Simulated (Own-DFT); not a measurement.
Hf$_{16}$O$_{31}$ (monoclinic hafnia with two neutral oxygen vacancies, atoms displaced) (calculated)

A calculation, not a measurement: plane-wave PBE and HSE06 DFT by an unreviewed code, no spin, of a simulated cell at Gamma alone, so results move with cell size and shape, stress positive in tension, energies less offsets, not probed for a lower state with spin; hafnium file: forces about 75 meV/angstrom off all-electron values; oxygen file: force components 24 meV/angstrom off all-electron in a glass; k mesh not checked against a denser one; forces and stress are PBE's, HSE06 gives the energy alone, and its difference from PBE has offsets of its own; offsets are fitted by least squares, one for each functional and potential file, so energies compare only between cells with the same atoms and settings and are not formation energies; the far tail of each file's local potential was reset to the Coulomb form; each entry is a single point on an unrelaxed cell, so the pressure reflects the starting lattice, mostly measured values, from which strain is counted, and rises with the displacements; printed positions are rounded, which can move forces by about a meV/angstrom; the program is a retired in-house code; no spin-orbit coupling. Program: Own-DFT development build.

## Hf$_{16}$O$_{31}$ (monoclinic hafnia with two neutral oxygen vacancies, atoms displaced)

```
Hf16O31
1.0
     10.2340     0.0000     0.0000
      0.0000    10.3500     0.0000
     -1.6955     0.0000    10.4453
Hf O Hf O Hf O Hf O Hf O Hf O Hf O Hf O
4 8 4 8 4 7 4 7 4 8 4 8 4 8 4 8
Direct
  0.13424 0.02625 0.10445
  0.35853 0.26922 0.14816
  0.36249 0.46383 0.39491
  0.14384 0.23108 0.35409
  0.03991 0.17054 0.18369
  0.46177 0.40836 0.08159
  0.45345 0.33381 0.33194
  0.04372 0.08170 0.42296
  0.21699 0.38299 0.23821
  0.27862 0.13356 0.00741
  0.27536 0.12287 0.26045
  0.23067 0.36875 0.48679
  0.14051 0.02500 0.60195
  0.36474 0.26977 0.64636
  0.36107 0.47613 0.89799
  0.13310 0.23358 0.85011
  0.04391 0.16657 0.67906
  0.46156 0.41995 0.57554
  0.46445 0.33393 0.83141
  0.03397 0.07573 0.93063
  0.22506 0.37037 0.75241
  0.27682 0.12900 0.51154
  0.27160 0.11651 0.75875
  0.23345 0.36846 0.98709
  0.13963 0.52047 0.10178
  0.35788 0.77835 0.13977
  0.36333 0.97344 0.39805
  0.13536 0.72693 0.35671
  0.04275 0.66612 0.17414
  0.46640 0.92137 0.07493
  0.46584 0.83449 0.32065
  0.04099 0.58340 0.42188
  0.22685 0.87074 0.24606
  0.26128 0.63165 0.01142
  0.27522 0.61942 0.26343
  0.13596 0.51839 0.59658
  0.35792 0.77422 0.63598
  0.35811 0.97717 0.89980
  0.14330 0.72543 0.85689
  0.03759 0.66384 0.67621
  0.45264 0.83541 0.81947
  0.04455 0.59349 0.91750
  0.22069 0.87410 0.73995
  0.27386 0.63430 0.50276
  0.27237 0.61733 0.76497
  0.23206 0.86988 0.99483
  0.63564 0.01836 0.10033
  0.86176 0.27439 0.14807
  0.85339 0.48250 0.39699
  0.63619 0.23427 0.35987
  0.54007 0.16511 0.16552
  0.96111 0.41605 0.07916
  0.96421 0.33658 0.32413
  0.53552 0.08047 0.42729
  0.72201 0.37283 0.23683
  0.77650 0.12805 0.00635
  0.77077 0.11912 0.25707
  0.72380 0.37042 0.49349
  0.63514 0.01458 0.61570
  0.86325 0.26356 0.64751
  0.85764 0.47477 0.90076
  0.64228 0.22803 0.85095
  0.53340 0.16437 0.67361
  0.96407 0.41958 0.58028
  0.96108 0.34212 0.82462
  0.53957 0.08139 0.91165
  0.72446 0.37437 0.74354
  0.78377 0.13312 0.50557
  0.78267 0.12139 0.76789
  0.72350 0.37064 0.98089
  0.63498 0.51935 0.10617
  0.86341 0.77156 0.15394
  0.86250 0.98479 0.39206
  0.64320 0.72958 0.35649
  0.53400 0.65747 0.17220
  0.97218 0.91659 0.08854
  0.96847 0.83441 0.32399
  0.54003 0.58794 0.43029
  0.72656 0.87771 0.24049
  0.77866 0.62702 0.01408
  0.77790 0.62348 0.25317
  0.72549 0.87050 0.49346
  0.63782 0.51597 0.60610
  0.86430 0.77106 0.64663
  0.86182 0.98021 0.89539
  0.64731 0.72124 0.85897
  0.53239 0.66195 0.67881
  0.96174 0.91798 0.57480
  0.96821 0.83687 0.84167
  0.54219 0.59696 0.92380
  0.72323 0.87733 0.74792
  0.77776 0.63064 0.50069
  0.77867 0.61696 0.76848
  0.72764 0.87134 0.98205
```

```
first functional                 : PBE
second functional                : HSE06
exact exchange share             : 0.25
screening                        : 0.11 1/bohr
exchange divergence              : Gygi-Baldereschi
potential files                  : PseudoDojo norm-conserving, scalar-relativistic, made for PBE, standard set
wave cutoff                      : 48 hartree
occupations                      : fixed
k mesh                           : 1 x 1 x 1 centred on Gamma
PBE energy of cell above offsets : -87.739 eV
HSE06 less PBE above offsets     : 0.663 eV
PBE pressure                     : 4.95 GPa
PBE stress xx                    : -5.16 GPa
PBE stress yy                    : -4.92 GPa
PBE stress zz                    : -4.76 GPa
PBE stress yz                    : -0.03 GPa
PBE stress xz                    : 0.15 GPa
PBE stress xy                    : -0.86 GPa
```

Force:
```
element  x (eV/Å)  y (eV/Å)  z (eV/Å)
     Hf     0.169    -0.972      0.67
     Hf     0.239    -1.016    -1.375
     Hf    -1.598      6.66      0.09
     Hf    -1.038    -0.454    -0.097
      O    -0.763    -0.238    -1.407
      O     1.288     1.429    -0.254
      O     3.425    -3.381    -1.121
      O    -0.851    -0.002    -0.267
      O     0.495    -1.061     0.055
      O    -0.551    -0.255     0.403
      O     0.387    -0.203     0.257
      O    -0.972     0.035     1.127
     Hf     0.532    -1.874     0.925
     Hf    -0.698    -0.357     1.188
     Hf     0.416     0.701    -0.442
     Hf     0.916    -0.935     1.721
      O        -2     0.566    -1.102
      O     0.479    -0.793     0.933
      O     0.612    -0.051    -0.612
      O     1.091     1.927    -0.811
      O       0.3     0.927    -2.241
      O     0.399     0.183    -0.055
      O     0.528     0.381     0.133
      O    -1.453     0.361     0.874
     Hf    -0.515     1.077     0.672
     Hf     0.182    -1.944     2.059
     Hf     0.277    -0.182    -0.607
     Hf     2.254      0.36    -1.253
      O    -1.179     0.062    -0.234
      O    -0.157    -0.736     0.342
      O     0.601     0.154     0.702
      O      -2.2     -1.51     0.315
      O    -0.195     1.396    -0.327
      O     2.798     -0.07      0.64
      O     0.598    -0.566    -0.367
     Hf     0.155     1.007     1.703
     Hf     0.762    -0.315     1.959
     Hf     1.022     0.616    -2.143
     Hf       0.2     1.946    -0.995
      O    -0.748     0.233    -1.102
      O     1.336    -0.245     0.248
      O    -3.554    -3.516     1.223
      O    -0.251     0.755    -1.502
      O    -0.193      0.16      1.45
      O     0.783    -0.889    -0.749
      O    -0.919     0.578    -0.265
     Hf     1.179     0.706    -0.494
     Hf     0.179     -1.39    -0.263
     Hf     2.104     -0.55    -0.522
     Hf     0.177    -2.416    -1.233
      O    -1.378     1.197     1.125
      O     0.684     0.386    -0.445
      O     -0.28     0.398     0.973
      O     0.408     0.362     0.398
      O    -0.571     0.887     0.833
      O     0.106     0.572     0.922
      O     0.369     0.336     0.688
      O    -0.195     0.177    -0.327
     Hf      0.09    -0.344    -1.695
     Hf     0.263     1.146     0.009
     Hf     1.059     1.648     -0.39
     Hf    -0.998    -0.178     1.457
      O     0.426    -0.077    -0.486
      O    -0.397    -0.658    -0.494
      O      1.17    -1.332     0.076
      O    -0.617    -0.559     0.683
      O    -0.061     0.113    -1.276
      O    -0.666    -0.271     0.476
      O     0.008     0.314    -1.702
      O    -0.652    -0.056     1.361
     Hf     0.113     0.519    -0.843
     Hf     1.231     -0.04    -2.203
     Hf     0.172    -0.614     0.337
     Hf    -1.679     0.315    -0.729
      O    -0.471      0.84     0.338
      O    -0.748     0.072    -0.278
      O    -0.741     0.634     1.168
      O    -0.334     -0.82    -0.478
      O    -0.306     0.156     0.037
      O     0.232    -0.152     0.232
      O    -0.284    -1.057     1.389
      O    -0.248     0.356    -0.018
     Hf    -0.824     1.728     0.435
     Hf     0.799     0.194     0.936
     Hf    -0.087    -1.082     1.381
     Hf    -0.475     2.524     -1.04
      O      0.55    -0.054      -0.8
      O      0.42     0.055      0.36
      O     0.089    -0.823     -1.75
      O    -2.808    -3.113     1.419
      O      0.34     0.245    -1.736
      O     0.383    -0.097     1.556
      O     0.238     0.053    -1.403
      O    -0.377    -0.204     1.664
```
